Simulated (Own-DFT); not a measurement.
## Calculated data, AlGa3N4 (wurtzite random alloy, strained, atoms displaced)

All values are calculated (Own-DFT development build). A calculation, not a measurement: plane-wave PBE density functional theory by an unreviewed code, no spin, of a simulated periodic cell, stress positive in tension, free energy of the whole cell less one offset for each atom, forces on such cells passed a denser k mesh, this cell's mesh not checked; offsets are fitted by least squares, one for each functional and potential file, so energies compare only between cells with the same atoms and settings and are not formation energies; the far tail of each file's local potential was reset to the Coulomb form; each entry is a single point on an unrelaxed cell, so the pressure reflects the starting lattice, mostly measured values, from which strain is counted, and rises with the displacements; printed positions are rounded, which can move forces by about a meV/angstrom; the program is a retired in-house code; no spin-orbit coupling.

```cif
# cell vector a (Å): 9.7708 0.0000 0.0000
# cell vector b (Å): -4.8854 8.4617 0.0000
# cell vector c (Å): 0.0000 0.0000 10.2685
data_AlGa3N4
_symmetry_space_group_name_H-M 'P 1'
_symmetry_Int_Tables_number 1
_cell_length_a 9.7708
_cell_length_b 9.7707
_cell_length_c 10.2685
_cell_angle_alpha 90.000
_cell_angle_beta 90.000
_cell_angle_gamma 120.000
_cell_volume 848.97
loop_
_atom_site_label
_atom_site_type_symbol
_atom_site_fract_x
_atom_site_fract_y
_atom_site_fract_z
_atom_site_occupancy
Ga1 Ga 0.10397 0.21321 0.00232 1
Ga2 Ga 0.22711 0.11449 0.24792 1
N1 N 0.10667 0.22712 0.18435 1
N2 N 0.22754 0.11929 0.44071 1
Ga3 Ga 0.10761 0.21585 0.50353 1
Ga4 Ga 0.22220 0.10793 0.74381 1
N3 N 0.10528 0.21556 0.68330 1
N4 N 0.22230 0.11014 0.93851 1
Al1 Al 0.11212 0.55815 0.99708 1
Al2 Al 0.22104 0.44267 0.24664 1
N5 N 0.11783 0.55018 0.18617 1
N6 N 0.22202 0.43651 0.43892 1
Ga5 Ga 0.11745 0.55868 0.50441 1
Al3 Al 0.21771 0.43716 0.75031 1
N7 N 0.11292 0.55419 0.69408 1
N8 N 0.21913 0.44648 0.93605 1
Ga6 Ga 0.12205 0.89425 0.00283 1
Ga7 Ga 0.22933 0.78568 0.25067 1
N9 N 0.11787 0.89673 0.18777 1
N10 N 0.21678 0.77662 0.43396 1
Ga8 Ga 0.10082 0.89149 0.49687 1
Ga9 Ga 0.22847 0.78298 0.74835 1
N11 N 0.11719 0.89374 0.67928 1
N12 N 0.22296 0.78041 0.93866 1
Ga10 Ga 0.44520 0.21732 0.99832 1
Ga11 Ga 0.55312 0.12184 0.24633 1
N13 N 0.44710 0.21564 0.19451 1
N14 N 0.55618 0.11180 0.44257 1
Ga12 Ga 0.44594 0.21788 0.50335 1
Al4 Al 0.55971 0.11616 0.75810 1
N15 N 0.44110 0.22194 0.68919 1
N16 N 0.56252 0.11579 0.93514 1
Ga13 Ga 0.44357 0.56090 0.99627 1
Ga14 Ga 0.56415 0.45051 0.24941 1
N17 N 0.44088 0.55426 0.19040 1
N18 N 0.55157 0.44397 0.43179 1
Al5 Al 0.45563 0.55562 0.49333 1
Ga15 Ga 0.54777 0.43435 0.75176 1
N19 N 0.44136 0.55574 0.69061 1
N20 N 0.55220 0.44165 0.94444 1
Ga16 Ga 0.44405 0.88947 0.99918 1
Ga17 Ga 0.55929 0.78601 0.25402 1
N21 N 0.44087 0.88503 0.18053 1
N22 N 0.56970 0.79347 0.44127 1
Al6 Al 0.43845 0.88589 0.49464 1
Al7 Al 0.55426 0.78212 0.75805 1
N23 N 0.44430 0.88717 0.68602 1
N24 N 0.55879 0.78316 0.93516 1
Ga18 Ga 0.77699 0.21576 0.00653 1
Ga19 Ga 0.89155 0.11679 0.25636 1
N25 N 0.78264 0.22030 0.19352 1
N26 N 0.88810 0.10421 0.43557 1
Al8 Al 0.77946 0.22458 0.50818 1
Ga20 Ga 0.88861 0.10735 0.75121 1
N27 N 0.76803 0.21385 0.68889 1
N28 N 0.88816 0.11118 0.94209 1
Ga21 Ga 0.77294 0.55049 0.99891 1
Ga22 Ga 0.88320 0.44378 0.25261 1
N29 N 0.76992 0.54839 0.18749 1
N30 N 0.88250 0.44606 0.43992 1
Ga23 Ga 0.77144 0.55954 0.49633 1
Ga24 Ga 0.88875 0.45314 0.74733 1
N31 N 0.77041 0.55120 0.69411 1
N32 N 0.87861 0.44537 0.93870 1
Ga25 Ga 0.78406 0.89579 0.00178 1
Ga26 Ga 0.88999 0.77332 0.24913 1
N33 N 0.78150 0.89390 0.18488 1
N34 N 0.89420 0.78192 0.44514 1
Al9 Al 0.77587 0.88364 0.49442 1
Ga27 Ga 0.89072 0.77990 0.75089 1
N35 N 0.78260 0.89092 0.69152 1
N36 N 0.88999 0.77172 0.93521 1
_calc_functional 'PBE'
_calc_potential_files 'PseudoDojo norm-conserving, scalar-relativistic, standard set with the stringent files for Ga'
_calc_wave_cutoff 96  # hartree
_calc_occupations 'Gaussian'
_calc_smearing_width 0.01  # eV
_calc_k_mesh '4 x 4 x 3 centred on Gamma'
_calc_free_energy_of_cell_above_offsets '-10.410'  # eV
_calc_pressure -3.03  # GPa
_calc_stress_xx 5.7  # GPa
_calc_stress_yy 7.73  # GPa
_calc_stress_zz -4.35  # GPa
_calc_stress_yz 0.13  # GPa
_calc_stress_xz -0.03  # GPa
_calc_stress_xy 0.09  # GPa
```

Force:
```csv
element,x (eV/Å),y (eV/Å),z (eV/Å)
Ga,0.464,1.26,-0.894
Ga,-0.932,0.481,0.508
N,1.197,-0.004,1.436
N,-0.004,-0.962,-0.441
Ga,-0.128,0.606,-1.675
Ga,-0.528,0.189,0.485
N,0.207,1.063,2.315
N,0.08,0.182,-0.2
Al,-0.352,-0.503,0.146
Al,0.207,0.08,0.443
N,-1.255,0.673,-0.222
N,0.321,1.297,-0.417
Ga,-0.246,-0.651,-0.907
Al,0.313,0.511,-0.471
N,0.122,-0.151,-0.005
N,-0.314,-0.256,-0.154
Ga,-1.113,-0.77,-1.01
Ga,-0.28,-1.375,-1.009
N,-0.349,-0.866,0.84
N,0.923,0.623,1.329
Ga,2.402,0.904,-0.297
Ga,-0.361,-0.307,-0.269
N,-0.224,-0.862,1.555
N,0.303,-0.736,0.161
Ga,-0.454,0.657,0.277
Ga,3.051,-2.065,1.451
N,-2.227,1.937,-1.612
N,0.682,-0.56,-0.127
Ga,-0.272,0.337,-0.771
Al,-0.242,-0.726,-2.298
N,1.239,-0.755,0.794
N,-0.43,-0.666,0.97
Ga,0.07,-0.524,0.338
Ga,-1.976,-0.96,-0.901
N,0.094,0.202,0.29
N,0.353,0.251,1.556
Al,-2.037,0.117,1.031
Ga,-0.438,1.462,0.201
N,-0.042,0.19,-0.52
N,-0.392,-0.159,-0.261
Ga,0.245,-0.047,-1.069
Ga,0.127,-0.565,-1.275
N,0.493,1.067,1.827
N,-1.263,-1.864,0.311
Al,0.381,0.743,0.741
Al,0.559,-0.538,-2.404
N,0.578,0.836,0.169
N,0.03,0.015,0.89
Ga,-0.07,1.286,-0.777
Ga,0.498,-0.572,-1.258
N,-1.435,0.308,-0.057
N,-0.807,0.177,2.295
Al,-0.211,-0.474,-1.433
Ga,-0.49,0.243,-0.338
N,0.337,0.732,0.377
N,0.029,0.087,-0.527
Ga,-0.302,0.656,-0.511
Ga,1.459,0.093,-0.513
N,1.275,1.279,0.288
N,0.62,-0.653,0.97
Ga,0.811,-0.708,1
Ga,0.382,-1.07,0.358
N,-0.176,0.648,-1.123
N,2.273,-0.373,0.407
Ga,0.219,-1.296,-0.984
Ga,-0.295,0.756,-0.43
N,0.217,-0.506,1.496
N,-2.264,-0.788,-1.377
Al,0.512,1.535,1.393
Ga,0.064,-0.233,-0.595
N,-1.127,-0.876,-0.973
N,-0.102,0.94,1.454
```
